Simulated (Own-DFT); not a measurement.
# Point defects and the pressure they add: zincblende GaAs

Everything here is calculated. The program is Own-DFT (plane waves, in-house, since retired, never reviewed by a person); positions were held fixed, and spin and spin-orbit coupling were off.

Method: PBE; PseudoDojo norm-conserving scalar-relativistic files; cutoff 42 hartree; 3 x 3 x 3 k mesh centred on Gamma; Fermi-Dirac smearing of 0.1 eV.

Keep in mind (not all hold for every row): not probed for a lower state with spin; forces not confirmed at this smearing and k mesh; stress not checked against mesh or cutoff.

All runs share one cell, with vectors in Å (11.737, 0.000, 0.000); (0.000, 11.737, 0.000); (0.000, 0.000, 10.919) and a volume of 1504.3 Å³, strained against the parent crystal. The atoms are randomly displaced, by u rms on each axis. The defect's site can differ from row to row.

```
                             cell     formula   u (Å)  P (GPa)
                        no defect    As32Ga32  0.0296     0.77
                        no defect    As32Ga32  0.0455     1.04
                        no defect    As32Ga32  0.0480     1.01
              one In on a Ga site  As32Ga31In  0.0311     1.40
              one In on a Ga site  As32Ga31In  0.0491     1.64
              one In on a Ga site  As32Ga31In  0.0494     1.69
              one Al on a Ga site  AlAs32Ga31  0.0296     0.74
              one Al on a Ga site  AlAs32Ga31  0.0296     0.73
              one Al on a Ga site  AlAs32Ga31  0.0505     1.04
              one P on an As site   As31Ga32P  0.0315     0.54
              one P on an As site   As31Ga32P  0.0506     0.89
              one P on an As site   As31Ga32P  0.0517     0.74
one As vacancy and one Ga vacancy    As31Ga31  0.0280     0.36
one As vacancy and one Ga vacancy    As31Ga31  0.0296     0.44
one As vacancy and one Ga vacancy    As31Ga31  0.0497        ?
one As vacancy and one Ga vacancy    As31Ga31  0.0499     0.65
```

## Fit

P = P0 + c u² + a shift for each defect gives P0 = 0.63 GPa, c = 174 ± 17 GPa/Å² and a scatter of 0.05 GPa. The shifts, and each times the cell's volume:

- one In on a Ga site: 0.61 ± 0.04 GPa, 5.7 eV
- one Al on a Ga site: -0.05 ± 0.04 GPa, -0.4 eV (not resolved)
- one P on an As site: -0.27 ± 0.04 GPa, -2.5 eV
- one As vacancy and one Ga vacancy: -0.39 ± 0.04 GPa, -3.6 eV

A positive shift means that the defect pushes the cell outwards. Shift times volume (160.2 GPa Å³ is 1 eV) depends little on the cell's size, so, taken for each site, it can be compared between cells at like pressure. The atoms around the defects weren't relaxed, which would change these numbers.

## Check

Asked: what pressure belongs in the blank (one As vacancy and one Ga vacancy, u = 0.0497 Å)?

From the fit: 0.67 ± 0.06 GPa. Computed: 0.79 GPa.
